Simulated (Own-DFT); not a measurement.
# Response to strain: 3C SiC, 64 atoms (C32Si32)

These are calculations, not measurements. The program, named Own-DFT, is a retired in-house plane-wave density functional code that no person has reviewed. Each row is one single-point run on a periodic cell that was not relaxed, without spin or spin-orbit coupling.

Settings of every run: PBE; PseudoDojo norm-conserving scalar-relativistic files; cutoff 42 hartree; 4 x 4 x 4 k mesh centred on Gamma; Fermi-Dirac smearing of 0.1 eV.

Known limits: forces on such cells passed a denser k mesh, each cell not checked; stress not checked against mesh or cutoff.

Unstrained cell vectors in Å: (8.719, 0.000, 0.000); (0.000, 8.719, 0.000); (0.000, 0.000, 8.719). The unstrained cell has measured lattice constants (interpolated for alloys), not those of this functional. That, the random moves and any unrelaxed bonds set the pressure at no strain. Each run strains this cell uniformly, with the atoms carried along. Every atom was also moved at random, by a Gaussian of width 0.05 Å on each axis. Strain is the symmetric tensor, in per cent. Stress is positive in tension, and the pressure is minus a third of its trace.

```
run,e_xx (%),e_yy (%),e_zz (%),e_yz (%),e_xz (%),e_xy (%),s_xx (GPa),s_yy (GPa),s_zz (GPa),s_yz (GPa),s_xz (GPa),s_xy (GPa),P (GPa),E (meV/atom)
1,-1.86,1.41,-0.58,1.16,-0.69,1.35,-12.40,-4.02,-9.04,7.26,-5.07,7.03,8.49,45.8
2,-1.05,-0.99,-1.53,-1.12,-0.73,0.72,-14.24,-13.30,-15.21,-4.34,-3.23,3.84,14.25,47.1
3,1.33,1.10,1.06,0.50,-0.54,0.29,2.39,2.31,2.13,2.81,-2.06,1.83,-2.27,6.0
4,1.27,-0.85,-1.48,-1.91,1.17,-1.55,-3.72,-9.65,-10.89,-10.18,5.41,-8.27,8.09,29.1
5,0.16,0.98,-0.81,1.39,1.54,0.25,-4.83,-2.53,-7.64,8.13,6.53,2.91,5.00,31.3
6,0.44,-0.70,-0.55,-0.33,0.13,1.00,-5.39,-8.47,-7.99,-1.14,2.28,5.05,7.28,21.8
7,-0.99,0.05,-0.74,-1.77,-1.41,-0.70,-10.40,-7.74,-10.13,-9.10,-7.60,-3.08,9.42,30.2
8,-0.26,1.58,-0.78,-0.13,-0.85,-1.21,-4.97,-0.57,-6.24,-0.64,-3.79,-5.25,3.93,9.6
9,-1.85,-0.41,-0.48,-1.66,1.72,0.94,-14.53,-11.49,-11.70,-10.42,9.68,3.36,12.57,55.4
10,0.99,1.00,0.69,1.52,0.68,-1.99,0.50,0.06,-0.64,7.16,4.79,-10.48,0.02,29.5
11,1.49,0.30,0.69,-0.98,-1.75,1.27,0.64,-2.04,-1.33,-4.69,-8.95,6.62,0.91,34.2
12,-1.58,-1.81,-0.08,0.50,-0.20,1.04,-14.88,-15.86,-11.34,2.48,-3.02,5.43,14.03,41.9
13,1.68,0.11,0.61,0.76,-0.30,0.35,2.70,-1.58,-0.38,4.03,-0.08,1.15,-0.24,0.0
14,0.24,-0.49,1.10,0.92,-1.33,-0.52,-4.34,-5.95,-2.31,4.58,-7.92,-1.82,4.20,31.7
15,-1.01,-0.98,-0.38,-0.04,-0.69,-1.39,-12.21,-11.81,-9.78,1.54,-2.99,-9.81,11.26,29.0
16,1.66,0.55,-1.85,-0.04,-1.34,-0.97,-1.81,-4.81,-10.37,-1.68,-7.71,-5.93,5.67,45.4
17,-1.79,-0.43,0.14,0.74,-1.17,1.04,-13.86,-10.61,-9.51,6.51,-9.10,7.26,11.32,59.9
18,-0.33,-1.74,0.49,0.96,1.21,1.65,?,?,?,?,?,?,?,?
```

E is the free energy for each atom above the lowest run shown.

## Worked fit

Each stress component was fitted by least squares to a constant and the strains of the runs shown, as fractions, with shears doubled. Shear strains stay in the fit of a normal stress only where such slopes are resolved. The slopes, in GPa:

```
stress  at no strain  per e_xx  per e_yy  per e_zz  scatter
  s_xx          -5.9  403 ± 11  148 ± 15  140 ± 16     0.55
  s_yy          -5.9  148 ± 10  404 ± 14  144 ± 14     0.51
  s_zz          -6.0  155 ± 11  149 ± 14  385 ± 15     0.53
```

Each shear stress against twice its own strain: yz 278 ± 16, xz 273 ± 16, xy 269 ± 15 GPa. These are stiffnesses along x, y and z of the frame in which the cell vectors are given, which need not be the crystal's axes. The atoms are held to the strained lattice; where symmetry lets them move under strain, relaxing them would lower some slopes. The table should be nearly symmetric about its diagonal, and what it lacks of that shows the noise. A ninth of its sum, 231 ± 5 GPa, estimates the bulk modulus near the mean pressure of these runs, 6.7 GPa, so it lies above the value at zero pressure.

## Withheld run

Question: what normal stresses and pressure should run 18 give?

The fit gives s_xx = -9.1, s_yy = -12.8, s_zz = -7.2 and P = 9.7 GPa. The calculation gave -9.59, -12.80, -7.14 and P = 9.84 GPa.
